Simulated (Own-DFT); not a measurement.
Si3N4 (beta silicon nitride, strained, atoms displaced) (calculated)

A calculation, not a measurement: plane-wave PBE density functional theory by an unreviewed code, no spin, of a simulated periodic cell, stress positive in tension, free energy of the whole cell less one offset for each atom, forces on such cells moved up to 12 meV/angstrom on a denser k mesh; offsets are fitted by least squares, one for each functional and potential file, so energies compare only between cells with the same atoms and settings and are not formation energies; the far tail of each file's local potential was reset to the Coulomb form; each entry is a single point on an unrelaxed cell, so the pressure reflects the starting lattice, mostly measured values (interpolated for alloys), from which strain is counted, and rises with the displacements; printed positions are rounded, which can move forces by about a meV/angstrom; the program, named Own-DFT, is a retired in-house code; no spin-orbit coupling; before rounding, a Quantum ESPRESSO 7.3.1 run of the same cell and cutoff gave forces within 1 meV/angstrom rms on each cell, which checks the program and not the settings. Program: Own-DFT development build.

### Si3N4 (beta silicon nitride, strained, atoms displaced)

```cif
# cell vector a (Å): 14.9373 -0.1065 -0.2388
# cell vector b (Å): -7.5609 13.2245 0.0963
# cell vector c (Å): -0.0913 -0.0102 5.8230
data_Si3N4
_symmetry_space_group_name_H-M 'P 1'
_symmetry_Int_Tables_number 1
_cell_length_a 14.9396
_cell_length_b 15.2336
_cell_length_c 5.8237
_cell_angle_alpha 89.279
_cell_angle_beta 91.813
_cell_angle_gamma 120.168
_cell_volume 1145.29
loop_
_atom_site_label
_atom_site_type_symbol
_atom_site_fract_x
_atom_site_fract_y
_atom_site_fract_z
_atom_site_occupancy
Si1 Si 0.08877 0.38678 0.13137 1
Si2 Si 0.11927 0.20116 0.12892 1
Si3 Si 0.30144 0.42127 0.13454 1
Si4 Si 0.41302 0.11970 0.36481 1
Si5 Si 0.38380 0.29546 0.37180 1
Si6 Si 0.19869 0.08575 0.38049 1
N1 N 0.16132 0.01345 0.13141 1
N2 N 0.48227 0.15174 0.11629 1
N3 N 0.35368 0.33413 0.12998 1
N4 N 0.33488 0.48231 0.35283 1
N5 N 0.01349 0.35599 0.37200 1
N6 N 0.15198 0.16815 0.36979 1
N7 N 0.16855 0.33223 0.11679 1
N8 N 0.32535 0.16196 0.36615 1
Si7 Si 0.08667 0.37899 0.62616 1
Si8 Si 0.11430 0.20641 0.62688 1
Si9 Si 0.29466 0.41233 0.63046 1
Si10 Si 0.40781 0.11371 0.87275 1
Si11 Si 0.38427 0.29755 0.86710 1
Si12 Si 0.19902 0.08297 0.88014 1
N9 N 0.16305 0.01226 0.62321 1
N10 N 0.48356 0.15186 0.63365 1
N11 N 0.34883 0.32772 0.61086 1
N12 N 0.33218 0.48290 0.87344 1
N13 N 0.01978 0.35234 0.87005 1
N14 N 0.14359 0.15987 0.87283 1
N15 N 0.16476 0.33767 0.62102 1
N16 N 0.33507 0.16766 0.86591 1
Si13 Si 0.09166 0.88786 0.12471 1
Si14 Si 0.11792 0.69600 0.13313 1
Si15 Si 0.29642 0.91577 0.12976 1
Si16 Si 0.41405 0.61831 0.39248 1
Si17 Si 0.38099 0.80000 0.36609 1
Si18 Si 0.20600 0.59274 0.38173 1
N17 N 0.16259 0.51515 0.12688 1
N18 N 0.47873 0.65066 0.11219 1
N19 N 0.35328 0.83718 0.10988 1
N20 N 0.34093 0.98555 0.38190 1
N21 N 0.02398 0.85295 0.36847 1
N22 N 0.14786 0.66259 0.37215 1
N23 N 0.16187 0.83083 0.12115 1
N24 N 0.33203 0.66366 0.38602 1
Si19 Si 0.08534 0.88564 0.61410 1
Si20 Si 0.11316 0.70009 0.63081 1
Si21 Si 0.29439 0.91603 0.62974 1
Si22 Si 0.42034 0.62007 0.88371 1
Si23 Si 0.38844 0.80499 0.89537 1
Si24 Si 0.20069 0.58347 0.87083 1
N25 N 0.16735 0.51148 0.61817 1
N26 N 0.48393 0.65058 0.62808 1
N27 N 0.35008 0.83242 0.63174 1
N28 N 0.33639 0.98602 0.87609 1
N29 N 0.01342 0.84539 0.87128 1
N30 N 0.14888 0.66204 0.87683 1
N31 N 0.16412 0.83153 0.64046 1
N32 N 0.33469 0.66487 0.86936 1
Si25 Si 0.58525 0.38376 0.12784 1
Si26 Si 0.61165 0.20218 0.12062 1
Si27 Si 0.79276 0.41406 0.12195 1
Si28 Si 0.90982 0.11168 0.37781 1
Si29 Si 0.88345 0.29922 0.37275 1
Si30 Si 0.70233 0.08532 0.35439 1
N33 N 0.66356 0.01393 0.12317 1
N34 N 0.98594 0.15656 0.12957 1
N35 N 0.84959 0.33483 0.12929 1
N36 N 0.83195 0.47758 0.37216 1
N37 N 0.52143 0.34820 0.38513 1
N38 N 0.65592 0.16498 0.38919 1
N39 N 0.66431 0.33229 0.13372 1
N40 N 0.82553 0.16208 0.38877 1
Si31 Si 0.58369 0.38057 0.62977 1
Si32 Si 0.62176 0.20194 0.62039 1
Si33 Si 0.79725 0.41090 0.62681 1
Si34 Si 0.91122 0.10999 0.86984 1
Si35 Si 0.88621 0.29759 0.87087 1
Si36 Si 0.70059 0.08310 0.87582 1
N41 N 0.67304 0.02126 0.63328 1
N42 N 0.98994 0.15074 0.62753 1
N43 N 0.85107 0.32977 0.63536 1
N44 N 0.83900 0.48821 0.86911 1
N45 N 0.51285 0.34702 0.88014 1
N46 N 0.65154 0.16166 0.87476 1
N47 N 0.66748 0.33037 0.63539 1
N48 N 0.83273 0.16879 0.87462 1
Si37 Si 0.58849 0.88664 0.11922 1
Si38 Si 0.60948 0.69537 0.11817 1
Si39 Si 0.80397 0.91483 0.13738 1
Si40 Si 0.91135 0.61840 0.37348 1
Si41 Si 0.88114 0.79771 0.39775 1
Si42 Si 0.70094 0.58196 0.37854 1
N49 N 0.66005 0.51604 0.10507 1
N50 N 0.98211 0.65074 0.12431 1
N51 N 0.84364 0.83373 0.12378 1
N52 N 0.83452 0.98424 0.38963 1
N53 N 0.52008 0.84965 0.39742 1
N54 N 0.65528 0.66738 0.38331 1
N55 N 0.67074 0.83435 0.11324 1
N56 N 0.83013 0.66138 0.37808 1
Si43 Si 0.58192 0.88161 0.62781 1
Si44 Si 0.61104 0.69430 0.62350 1
Si45 Si 0.79989 0.91297 0.62037 1
Si46 Si 0.91012 0.61349 0.86704 1
Si47 Si 0.88464 0.79628 0.87578 1
Si48 Si 0.70009 0.58743 0.86761 1
N57 N 0.67446 0.51874 0.62152 1
N58 N 0.98715 0.65491 0.63487 1
N59 N 0.85112 0.83447 0.63774 1
N60 N 0.83211 0.98504 0.87071 1
N61 N 0.51191 0.84493 0.86993 1
N62 N 0.65093 0.66116 0.87712 1
N63 N 0.66931 0.82887 0.62483 1
N64 N 0.82942 0.66431 0.87414 1
```

Here we set functional PBE, potential files PseudoDojo norm-conserving, scalar-relativistic, standard set, wave cutoff 42 hartree, occupations Fermi-Dirac, smearing width 0.1 eV and k mesh 2 x 2 x 4 centred on Gamma.

Results for Si3N4 (beta silicon nitride, strained, atoms displaced): free energy of cell above offsets -6.063 eV; pressure 12.81 GPa; stress xx -16.88 GPa; stress yy -8.21 GPa; stress zz -13.33 GPa; stress yz -1.87 GPa; stress xz -5.71 GPa; stress xy -2.4 GPa.

Force:
```csv
element,x (eV/Å),y (eV/Å),z (eV/Å)
Si,0.378,-1.159,-0.793
Si,-2.471,1.864,-2.274
Si,0.275,-7.111,-7.672
Si,0.292,-0.523,2.179
Si,1.251,-1.248,-0.375
Si,-0.71,-0.11,-0.136
N,0.259,1.452,-0.67
N,-0.023,-0.28,1.573
N,-1.318,1.26,-2.564
N,0.552,5.974,9.889
N,1.448,-0.463,0.415
N,0.476,-0.8,3.406
N,-0.057,0.56,0.649
N,2.446,1.692,-0.057
Si,-4.422,3.069,-0.554
Si,3.234,0.631,-0.859
Si,1.464,0.013,-2.016
Si,1.467,1.044,-1.519
Si,-1.027,-1.03,1.753
Si,0.396,1.499,-0.821
N,-0.053,1.276,0.936
N,0.755,0.169,-1.934
N,-2.642,2.268,1.689
N,1.238,1.805,-0.053
N,-0.866,-0.455,0.984
N,1.018,0.103,0.49
N,4.517,-3.272,-0.254
N,-2.716,-0.827,0.402
Si,-1.443,-2.563,-1.357
Si,-4.182,2.177,-3.728
Si,-0.523,-0.842,-0.586
Si,-1.57,-2.014,-4.278
Si,2.232,-1.148,3.662
Si,-0.383,-4.425,-0.603
N,0.287,1.335,0.408
N,4.545,1.921,8.664
N,-3.55,2.085,5.658
N,-0.433,0.323,-1.108
N,-4.696,-2.034,-0.757
N,0.465,0.308,3.758
N,3.595,-0.317,0.56
N,0.679,3.512,-0.822
Si,1.543,-1.472,3.657
Si,1.341,1.9,-0.268
Si,1.657,-2.124,-0.345
Si,-6.495,-3.572,-6.583
Si,1.001,-5.635,-7.568
Si,1.483,-0.126,0.247
N,-0.474,0.982,0.496
N,1.052,-0.269,1.45
N,-1.658,1.338,-1.28
N,-0.391,-0.642,1.041
N,0.79,1.487,-0.111
N,0.129,-0.059,0.434
N,0.432,0.327,-0.84
N,-0.84,1.422,0.833
Si,0.527,0.707,0.231
Si,2.996,0.027,0.304
Si,2.493,-0.71,-0.84
Si,-0.404,3.116,-0.519
Si,-0.186,-2.085,1.264
Si,-1.034,-0.409,4.943
N,-0.367,-1.048,-0.975
N,-0.212,-1.647,0.062
N,-1.098,0.664,-2.426
N,-0.022,3.22,1.109
N,-3.15,-1.136,-2.73
N,-2.397,0.458,-3.72
N,-0.476,-0.45,-0.561
N,4.334,2.474,-0.982
Si,3.056,1.322,2.449
Si,-1.992,-0.181,2.035
Si,1.016,-0.294,-0.265
Si,-0.987,3.522,1.073
Si,0.934,-0.981,3.537
Si,1.259,2.489,-0.158
N,-0.959,-4.54,-3.015
N,-3.893,-1.894,-0.382
N,-2.75,2.169,-3.386
N,-0.404,-2.636,0.473
N,0.815,0.83,-1.28
N,-2.229,0.993,1.614
N,-0.787,0.392,0.063
N,1.775,-1.472,0.471
Si,1.702,-2.213,1.68
Si,1.81,3.217,1.187
Si,-3.365,0.637,-2.223
Si,2.385,-2.012,-0.166
Si,1.929,-1.371,-4.112
Si,-0.621,0.797,-2.72
N,0.196,-1.517,3.342
N,1.004,-0.082,0.551
N,4.291,-1.968,1.232
N,0.715,0.304,-2.492
N,-4.426,-1.826,-8.346
N,-1.057,-1.095,-1.63
N,-1.689,-1.112,0.629
N,-0.915,3.158,0.068
Si,5.846,3.28,4.104
Si,1.852,3.664,0.328
Si,-2.025,-1.574,3.032
Si,-0.068,2.033,1.526
Si,-0.059,-1.467,2.858
Si,2.262,-1.113,0.037
N,-1.367,-3.841,1.153
N,-1.881,-1.441,-2.011
N,-0.545,0.801,-1.547
N,0.97,-1.298,1.14
N,1.904,1.396,1.742
N,-3.509,1.336,-0.212
N,-1.815,-0.298,-0.003
N,0.866,1.43,0.017
```
